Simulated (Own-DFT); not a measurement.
# How strain changes the stress of 2H SiC, 72 atoms (C36Si36)

All numbers below are calculated, not measured. They come from Own-DFT, an in-house plane-wave density functional program, since retired, whose code no person has reviewed. Each row is one single-point run on a periodic cell that was not relaxed, without spin or spin-orbit coupling.

Settings of every run: PBE; PseudoDojo norm-conserving scalar-relativistic files; cutoff 42 hartree; 4 x 4 x 3 k mesh centred on Gamma; Fermi-Dirac smearing of 0.1 eV.

Known limits: forces on such cells passed a denser k mesh, each cell not checked; stress not checked against mesh or cutoff.

Unstrained cell vectors in Å: (9.248, 0.000, 0.000); (-4.624, 8.009, 0.000); (0.000, 0.000, 10.068). The unstrained cell has measured lattice constants (interpolated for alloys), not those of this functional. That, the random moves and any unrelaxed bonds set the pressure at no strain. Each run strains this cell uniformly, with the atoms carried along. Every atom was also moved at random, by a Gaussian of width 0.05 Å on each axis. Strain is the symmetric tensor, in per cent. Stress is positive in tension, and the pressure is minus a third of its trace.

```
run,e_xx (%),e_yy (%),e_zz (%),e_yz (%),e_xz (%),e_xy (%),s_xx (GPa),s_yy (GPa),s_zz (GPa),s_yz (GPa),s_xz (GPa),s_xy (GPa),P (GPa),E (meV/atom)
1,-0.62,1.73,-0.83,0.34,1.21,1.08,-5.42,3.71,-15.47,1.42,4.10,5.39,5.73,37.6
2,0.70,-1.26,-0.46,-0.80,-1.50,0.95,-1.00,-12.03,-10.59,-2.42,-5.21,3.89,7.87,17.8
3,1.31,-1.69,0.39,0.35,-0.18,-0.83,2.44,-12.28,-5.78,1.21,-0.19,-4.08,5.21,2.4
4,-1.10,0.50,1.17,1.75,-1.65,0.35,-9.19,-3.20,-0.29,6.61,-4.90,1.17,4.23,13.7
5,1.60,-1.15,0.95,-1.26,0.82,1.92,3.52,-10.12,-0.41,-4.40,2.07,8.99,2.33,11.9
6,-1.90,0.39,-1.36,0.51,1.10,1.56,-15.11,-3.66,-17.20,1.80,3.23,7.66,11.99,11.8
7,1.43,-0.97,0.44,-1.04,-1.51,0.73,3.13,-8.70,-4.24,-2.38,-4.99,4.42,3.27,0.0
8,1.77,1.77,-0.61,0.22,0.60,-0.47,5.98,5.66,-8.60,0.31,1.80,-1.63,-1.01,0.2
9,-1.45,0.82,-1.46,-0.07,0.69,-0.26,-12.24,-1.39,-15.95,0.01,2.75,-0.69,9.86,9.0
10,1.77,-1.82,0.24,1.13,-1.90,0.38,3.77,-14.28,-5.56,3.76,-5.73,2.49,5.36,30.9
11,1.74,0.08,1.66,1.73,-1.30,-0.23,5.88,-2.39,2.00,5.78,-4.85,0.24,-1.83,13.5
12,-1.19,0.74,1.49,0.09,-1.47,-0.46,-11.97,-0.92,2.96,0.21,-4.86,-0.64,3.31,12.6
13,-0.88,0.34,-0.78,-1.92,-0.91,-2.00,-8.46,-3.12,-13.49,-5.89,-2.72,-9.27,8.35,20.5
14,-1.30,1.80,-1.00,-0.50,1.57,1.13,-9.49,1.03,-12.49,-2.97,5.43,6.59,6.98,29.1
15,-1.71,1.15,-1.42,-1.32,-1.87,1.90,-13.12,0.02,-17.98,-4.73,-6.64,8.40,10.36,38.7
16,-1.19,-1.82,0.77,-0.06,-0.01,-1.32,-12.45,-17.44,-3.63,-0.24,0.05,-6.51,11.17,33.8
17,-1.77,1.94,0.13,1.34,1.24,0.97,?,?,?,?,?,?,?,?
```

E is the free energy for each atom above the lowest run shown.

## Worked fit

Each stress component was fitted by least squares to a constant and the strains of the runs shown, as fractions, with shears doubled. Shear strains stay in the fit of a normal stress only where such slopes are resolved. The slopes, in GPa:

```
stress,at no strain,per e_xx,per e_yy,per e_zz,scatter
s_xx,-4.3,561 ± 17,73 ± 19,-8 ± 22,0.79
s_yy,-5.1,83 ± 23,551 ± 26,19 ± 31,1.09
s_zz,-7.6,42 ± 29,33 ± 32,639 ± 39,1.36
```

Each shear stress against twice its own strain: yz 168 ± 8, xz 164 ± 5, xy 232 ± 9 GPa. These are stiffnesses along x, y and z of the frame in which the cell vectors are given, which need not be the crystal's axes. The atoms are held to the strained lattice; where symmetry lets them move under strain, relaxing them would lower some slopes. The table should be nearly symmetric about its diagonal, and what it lacks of that shows the noise. A ninth of its sum, 221 ± 5 GPa, estimates the bulk modulus near the mean pressure of these runs, 5.8 GPa, so it lies above the value at zero pressure.

## Withheld run

Question: what normal stresses and pressure should run 17 give?

The fit gives s_xx = -12.8, s_yy = 4.1, s_zz = -6.9 and P = 5.2 GPa. The calculation gave -13.38, 5.77, -7.23 and P = 4.95 GPa.
